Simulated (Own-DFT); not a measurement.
# Computed records: SiC (4H silicon carbide, atoms displaced)

Computed with Own-DFT development build. A calculation, not a measurement: plane-wave PBE density functional theory by an unreviewed code, no spin, of a simulated periodic cell, stress positive in tension, free energy of the whole cell less one offset for each atom, forces on such cells passed a denser k mesh, this cell's mesh not checked; offsets are fitted by least squares, one for each functional and potential file, so energies compare only between cells with the same atoms and settings and are not formation energies; the far tail of each file's local potential was reset to the Coulomb form; each entry is a single point on an unrelaxed cell, so the pressure reflects the starting lattice, mostly measured values (interpolated for alloys), from which strain is counted, and rises with the displacements; printed positions are rounded, which can move forces by about a meV/angstrom; the program, named Own-DFT, is a retired in-house code; no spin-orbit coupling.

```xyz
32
Lattice="6.1654 0.0000 0.0000 -3.0827 5.3394 0.0000 0.0000 0.0000 10.0681" Properties=species:S:1:pos:R:3:force_x:R:1:force_y:R:1:force_z:R:1 formula=SiC functional=PBE potential_files=PseudoDojo_norm-conserving,scalar-relativistic,standard_set wave_cutoff=42 occupations=Fermi-Dirac smearing_width=0.1 hardware=one_NVIDIA_H100 k_mesh=5_x_5_x_3_centred_on_Gamma free_energy_of_cell_above_offsets=-0.570 pressure=6.94 stress_xx=-7.5 stress_yy=-5.61 stress_zz=-7.72 stress_yz=-0.36 stress_xz=0.6 stress_xy=0.98 wall_time=124.8
Si    -3.0337     5.2558     4.0967     -1.585      1.928     -0.197
Si     0.0103     1.7989     1.5920      2.346     -1.901      0.938
C      6.1132     0.0494     0.9250      1.918     -0.595      0.811
C     -0.0635     1.7776     3.5032      2.851     -1.136     -0.161
Si    -1.5394     2.6843     4.0166       0.86     -0.322      2.667
Si    -1.4404     4.3733     1.7141      -1.52      1.499     -5.187
C     -1.3731     2.6542     1.0271     -4.638      0.483     -0.369
C     -1.5273     4.4124     3.4415      0.622      1.623      2.721
Si     3.1252     0.1092     4.0753     -0.239     -2.418      0.108
Si     3.0134     1.7738     1.6400      1.382     -0.134     -2.035
C     -0.0207     5.3067     0.9058      0.459      1.303      2.171
C      3.0821     1.8459     3.4790      0.283     -0.931     -0.076
Si     1.6455     2.6388     4.1805     -3.868      1.276      -0.54
Si     1.5753     4.5409     1.5875     -0.784     -1.787     -1.987
C      1.5386     2.6262     0.8744      0.775      1.109      4.077
C      1.4835     4.4234     3.3928      1.386      0.152      2.684
Si     6.1083     0.0665     9.1099      2.578     -2.256      1.202
Si     2.9802     3.5659     6.5788      4.941      0.656       2.89
C      0.0416     0.0742     6.0641      1.425     -2.902     -2.589
C      3.0829     3.5762     8.5701      2.081      0.288     -1.131
Si    -1.4584     2.5278     9.2394     -0.082      5.668       -0.9
Si     4.6973     0.7583     6.5438     -2.209      4.567      1.863
C     -1.4897     2.6830     5.9530     -2.125     -0.834     -0.647
C      4.7096     0.9603     8.5128      -2.63     -2.571     -1.998
Si     3.0760     0.0798     9.1271      0.433     -2.315     -0.321
Si    -0.0396     3.5907     6.5744      0.405     -0.966      2.579
C      0.0475     5.3207     5.9461     -0.672      0.862     -0.133
C      0.0198     3.5774     8.6069      0.688     -0.169     -1.437
Si     1.7339     2.6469     9.2148     -3.911      0.413     -2.897
Si     1.5734     0.9271     6.6332      0.739     -0.665      1.133
C      1.5772     2.6841     6.1053     -2.189     -0.542     -2.964
C      1.5439     0.8873     8.5124      0.282      0.614     -0.274
```

Units: wave_cutoff in hartree; smearing_width, free_energy_of_cell_above_offsets in eV; pressure, stress_xx, stress_yy, stress_zz, stress_yz, stress_xz, stress_xy in GPa; wall_time in s; force_x, force_y, force_z in eV/Å.
